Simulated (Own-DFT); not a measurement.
Simulation results for SiC (4H silicon carbide, atoms displaced)

Computed with Own-DFT development build. A calculation, not a measurement: plane-wave PBE density functional theory by an unreviewed code, no spin, of a simulated periodic cell, stress positive in tension, free energy of the whole cell less one offset for each atom, forces on such cells passed a denser k mesh, this cell's mesh not checked; offsets are fitted by least squares, one for each functional and potential file, so energies compare only between cells with the same atoms and settings and are not formation energies; the far tail of each file's local potential was reset to the Coulomb form; each entry is a single point on an unrelaxed cell, so the pressure reflects the starting lattice, mostly measured values (interpolated for alloys), from which strain is counted, and rises with the displacements; printed positions are rounded, which can move forces by about a meV/angstrom; the program, named Own-DFT, is a retired in-house code; no spin-orbit coupling.

```yaml
- formula: SiC
  kind: "4H silicon carbide, atoms displaced"
  structure:
    cell_angstrom: [[12.3308, 0.0, 0.0], [-6.1654, 10.6788, 0.0], [0.0, 0.0, 10.0681]]
    atoms_fractional:
      - [Si, 0.00063, 0.00514, 0.41107]
      - [Si, 0.08384, 0.16652, 0.16393]
      - [C, 0.99906, 0.99469, 0.09145]
      - [C, 0.08404, 0.1641, 0.34782]
      - [Si, 0.99936, 0.25066, 0.40815]
      - [Si, 0.08314, 0.41356, 0.15774]
      - [C, 0.00193, 0.25478, 0.09839]
      - [C, 0.08217, 0.41661, 0.34245]
      - [Si, 0.0031, 0.50165, 0.40415]
      - [Si, 0.07766, 0.66206, 0.15581]
      - [C, 0.99833, 0.50214, 0.09849]
      - [C, 0.08379, 0.66682, 0.34758]
      - [Si, 0.99701, 0.7482, 0.40448]
      - [Si, 0.08146, 0.91673, 0.15236]
      - [C, 0.00222, 0.75199, 0.0971]
      - [C, 0.08369, 0.91576, 0.34356]
      - [Si, 0.24774, 0.99757, 0.4041]
      - [Si, 0.33413, 0.16802, 0.15823]
      - [C, 0.24881, 0.00068, 0.09424]
      - [C, 0.32997, 0.16418, 0.34764]
      - [Si, 0.24583, 0.25083, 0.40766]
      - [Si, 0.33303, 0.41529, 0.15425]
      - [C, 0.25321, 0.25288, 0.09451]
      - [C, 0.33589, 0.41609, 0.33933]
      - [Si, 0.24891, 0.49859, 0.40628]
      - [Si, 0.33773, 0.668, 0.15222]
      - [C, 0.24989, 0.50204, 0.09415]
      - [C, 0.33647, 0.66721, 0.3482]
      - [Si, 0.25101, 0.75464, 0.40533]
      - [Si, 0.33521, 0.91902, 0.15555]
      - [C, 0.2491, 0.75145, 0.09634]
      - [C, 0.3316, 0.91676, 0.34991]
      - [Si, 0.50098, 0.00255, 0.40776]
      - [Si, 0.58376, 0.16392, 0.16013]
      - [C, 0.50065, 0.99877, 0.09379]
      - [C, 0.57903, 0.16354, 0.34109]
      - [Si, 0.50151, 0.25315, 0.40234]
      - [Si, 0.58102, 0.41247, 0.15782]
      - [C, 0.49573, 0.24961, 0.09817]
      - [C, 0.58694, 0.42154, 0.3397]
      - [Si, 0.50229, 0.5037, 0.40402]
      - [Si, 0.5827, 0.66587, 0.1583]
      - [C, 0.50071, 0.50163, 0.09485]
      - [C, 0.57896, 0.66151, 0.34965]
      - [Si, 0.50415, 0.75243, 0.4036]
      - [Si, 0.58579, 0.92159, 0.15871]
      - [C, 0.50192, 0.74612, 0.09309]
      - [C, 0.58086, 0.91432, 0.34097]
      - [Si, 0.74981, 0.00066, 0.40311]
      - [Si, 0.83121, 0.1653, 0.1578]
      - [C, 0.75417, 0.00455, 0.09498]
      - [C, 0.83396, 0.16574, 0.33912]
      - [Si, 0.74856, 0.25139, 0.40623]
      - [Si, 0.83007, 0.41843, 0.15684]
      - [C, 0.75179, 0.24776, 0.09591]
      - [C, 0.83086, 0.42086, 0.34429]
      - [Si, 0.7473, 0.50074, 0.40219]
      - [Si, 0.83349, 0.66995, 0.15732]
      - [C, 0.75317, 0.50241, 0.08866]
      - [C, 0.83379, 0.66689, 0.34095]
      - [Si, 0.7509, 0.74844, 0.40286]
      - [Si, 0.83677, 0.91819, 0.1574]
      - [C, 0.75145, 0.75367, 0.09747]
      - [C, 0.83385, 0.91432, 0.3419]
      - [Si, 0.00077, 0.00199, 0.9045]
      - [Si, 0.91359, 0.83251, 0.65637]
      - [C, 0.99878, 0.99709, 0.58862]
      - [C, 0.91783, 0.839, 0.84551]
      - [Si, 0.00055, 0.75074, 0.90397]
      - [Si, 0.91478, 0.5813, 0.65676]
      - [C, 0.99698, 0.75182, 0.5934]
      - [C, 0.91357, 0.58251, 0.84691]
      - [Si, 0.00282, 0.50685, 0.90725]
      - [Si, 0.91847, 0.33836, 0.65699]
      - [C, 0.00353, 0.50108, 0.5912]
      - [C, 0.91462, 0.33663, 0.83891]
      - [Si, 0.99634, 0.25005, 0.90612]
      - [Si, 0.91525, 0.08313, 0.65508]
      - [C, 0.99718, 0.2447, 0.59966]
      - [C, 0.91728, 0.08704, 0.84613]
      - [Si, 0.75607, 0.00736, 0.90913]
      - [Si, 0.66856, 0.83886, 0.64998]
      - [C, 0.74751, 0.99888, 0.5926]
      - [C, 0.66289, 0.83433, 0.84339]
      - [Si, 0.74772, 0.74991, 0.90565]
      - [Si, 0.66714, 0.58579, 0.65213]
      - [C, 0.74919, 0.74727, 0.59415]
      - [C, 0.66766, 0.58782, 0.84267]
      - [Si, 0.74816, 0.5007, 0.90525]
      - [Si, 0.66239, 0.33003, 0.65806]
      - [C, 0.74959, 0.49603, 0.59583]
      - [C, 0.67206, 0.33876, 0.84652]
      - [Si, 0.7531, 0.25252, 0.90759]
      - [Si, 0.6641, 0.08486, 0.65625]
      - [C, 0.75123, 0.24944, 0.58906]
      - [C, 0.66507, 0.0838, 0.84885]
      - [Si, 0.49776, 0.99497, 0.90609]
      - [Si, 0.41973, 0.83532, 0.65938]
      - [C, 0.50238, 0.00436, 0.59421]
      - [C, 0.41808, 0.83581, 0.84578]
      - [Si, 0.49873, 0.74919, 0.9061]
      - [Si, 0.41372, 0.58245, 0.65791]
      - [C, 0.50051, 0.74939, 0.59693]
      - [C, 0.4198, 0.58321, 0.84433]
      - [Si, 0.50305, 0.49559, 0.904]
      - [Si, 0.41319, 0.33312, 0.65235]
      - [C, 0.50007, 0.50013, 0.59179]
      - [C, 0.42003, 0.34021, 0.84499]
      - [Si, 0.49727, 0.24863, 0.90707]
      - [Si, 0.41797, 0.08581, 0.65486]
      - [C, 0.50473, 0.25126, 0.59417]
      - [C, 0.42116, 0.08572, 0.84646]
      - [Si, 0.24793, 0.99955, 0.90879]
      - [Si, 0.16873, 0.83285, 0.65699]
      - [C, 0.24886, 0.00146, 0.59607]
      - [C, 0.1632, 0.83115, 0.83919]
      - [Si, 0.24787, 0.75134, 0.90584]
      - [Si, 0.16665, 0.58036, 0.65329]
      - [C, 0.24851, 0.75156, 0.59929]
      - [C, 0.16802, 0.57923, 0.84242]
      - [Si, 0.25063, 0.49993, 0.90404]
      - [Si, 0.1668, 0.33216, 0.6552]
      - [C, 0.25422, 0.50374, 0.59408]
      - [C, 0.16518, 0.33346, 0.84584]
      - [Si, 0.24853, 0.24883, 0.90629]
      - [Si, 0.16268, 0.08236, 0.65899]
      - [C, 0.24779, 0.25489, 0.58849]
      - [C, 0.17343, 0.08854, 0.84507]
  settings:
    functional: PBE
    potential_files: "PseudoDojo norm-conserving, scalar-relativistic, standard set"
    "wave_cutoff [hartree]": 42.0
    occupations: Fermi-Dirac
    "smearing_width [eV]": 0.1
    hardware: "one NVIDIA H200"
    k_mesh: "3 x 3 x 3 centred on Gamma"
  results:
    "free_energy_of_cell_above_offsets [eV]": "-19.148"
    "pressure [GPa]": 3.71
    "stress_xx [GPa]": -2.4
    "stress_yy [GPa]": -4.6
    "stress_zz [GPa]": -4.14
    "stress_yz [GPa]": -0.16
    "stress_xz [GPa]": -0.26
    "stress_xy [GPa]": -0.17
    force_element: [Si, Si, C, C, Si, Si, C, C, Si, Si, C, C, Si, Si, C, C, Si, Si, C, C, Si, Si, C, C, Si, Si, C, C, Si, Si, C, C, Si, Si, C, C, Si, Si, C, C, Si, Si, C, C, Si, Si, C, C, Si, Si, C, C, Si, Si, C, C, Si, Si, C, C, Si, Si, C, C, Si, Si, C, C, Si, Si, C, C, Si, Si, C, C, Si, Si, C, C, Si, Si, C, C, Si, Si, C, C, Si, Si, C, C, Si, Si, C, C, Si, Si, C, C, Si, Si, C, C, Si, Si, C, C, Si, Si, C, C, Si, Si, C, C, Si, Si, C, C, Si, Si, C, C, Si, Si, C, C]
    "force_x [eV/angstrom]": [0.849, 0.111, -0.596, -1.259, -0.055, -0.481, 0.04, 0.502, -1.026, 0.91, 0.61, -0.162, 0.52, 0.981, -0.504, -0.937, -0.341, -0.755, 0.316, 0.157, 1.676, -0.121, -0.642, -0.848, 0.719, -1.0, 0.266, -0.736, 0.683, -0.484, 0.208, 0.793, -0.241, -0.482, -0.351, 0.621, -0.439, 0.047, 1.55, -0.678, -0.369, 0.558, 0.535, 0.866, -1.012, 0.578, -0.606, 0.266, 0.164, 0.95, -0.015, -0.501, 0.325, 0.82, -1.077, 1.087, 0.806, 0.399, -1.268, -0.332, -0.374, -0.623, -0.273, -0.392, 0.12, 0.424, -0.719, 0.124, -0.765, 0.194, 0.869, 0.53, 0.084, 0.051, -0.606, 0.773, 0.489, 0.011, -0.19, 0.683, -1.166, 0.102, 0.106, 1.1, -0.316, 0.281, -0.445, 0.567, 0.058, 1.544, -0.796, -1.016, -0.829, 1.114, -0.422, 0.466, 0.14, -0.504, -0.277, -0.454, 0.501, 1.505, -0.243, -0.552, -1.098, 0.961, -0.264, -0.18, 0.761, -0.441, -1.94, -0.91, 1.089, -1.54, 0.258, 0.346, 0.653, -0.096, 1.294, -1.031, 0.638, -0.923, -0.885, 0.214, 0.137, 0.813, 0.936, -1.259]
    "force_y [eV/angstrom]": [-2.204, -0.08, 1.931, 1.066, -0.323, 1.892, -1.957, -0.355, -0.155, 1.705, -1.371, 0.13, 0.615, -0.21, -0.536, 0.253, 0.445, -0.504, 0.174, 0.839, 0.244, 1.062, -1.147, -0.08, 0.631, -0.109, -0.617, 0.195, -1.424, -0.586, -0.32, 0.769, -0.991, 0.519, 0.245, 0.923, -0.425, 1.647, -0.443, -0.973, -1.95, -0.088, -0.722, 2.266, -0.988, -1.428, 1.601, 1.178, -0.364, 0.963, -0.883, 0.397, -0.025, -0.406, 0.824, -0.797, 0.387, -0.455, -0.235, -0.286, 0.034, -0.062, -0.66, 0.829, 0.483, -0.037, 0.661, -0.98, -0.068, 0.659, -0.671, 0.758, -1.27, -1.139, -0.126, 0.163, 1.207, -0.87, 1.774, -0.46, -1.82, -1.946, 1.249, 0.892, 1.025, -1.188, 1.285, -0.843, 0.642, 1.003, 0.592, -1.591, -0.284, 0.178, 0.317, 0.4, 1.73, -0.236, -0.866, -1.214, 0.018, 0.611, 0.541, -0.402, 2.647, 0.446, -0.041, -2.961, 0.957, -0.331, -0.296, -0.932, 0.024, 0.419, -0.017, 0.719, -0.537, 1.13, -0.399, 1.251, -0.129, 0.811, -1.511, -0.453, 1.533, 0.447, -1.392, -1.167]
    "force_z [eV/angstrom]": [-1.759, -1.811, 0.159, -0.131, 0.067, -0.393, -0.89, 0.843, 0.167, 0.946, -0.976, -0.692, 0.515, 1.365, -1.133, -0.151, 1.029, 0.342, 0.012, -0.277, -1.0, -0.107, -0.074, 0.994, -0.424, 1.234, -0.321, -0.904, 0.836, 0.658, -0.572, -1.274, -0.062, -1.636, 0.066, 1.019, 0.617, -1.187, -0.744, 0.925, 0.684, -0.018, -0.453, -1.43, 1.262, -1.218, 0.089, 0.93, 0.127, -0.447, 0.122, 1.637, -0.822, -0.172, -0.15, -0.049, 1.324, -0.913, 1.078, 0.52, 0.698, -0.409, -0.639, 0.837, 0.41, 0.037, 2.293, -0.432, 0.62, -0.174, 0.12, -0.705, 0.22, -0.828, 0.1, 1.616, 0.314, 0.462, -1.324, -0.639, -0.461, 1.668, -0.554, -0.041, 0.34, 0.845, -0.924, -0.187, -0.12, 0.136, -0.848, -0.12, -0.01, 0.576, 1.111, -0.816, 0.481, -0.657, -0.083, -0.037, -0.052, -0.055, -0.949, 0.1, 1.057, 0.432, -0.063, -0.978, 0.233, 0.492, -0.752, -0.37, -0.685, -0.766, -0.31, 1.393, 0.119, 0.588, -1.055, 0.084, 0.754, 0.796, -0.46, -0.419, 0.437, -0.937, 1.336, -0.22]
    "wall_time [s]": 518.3
```
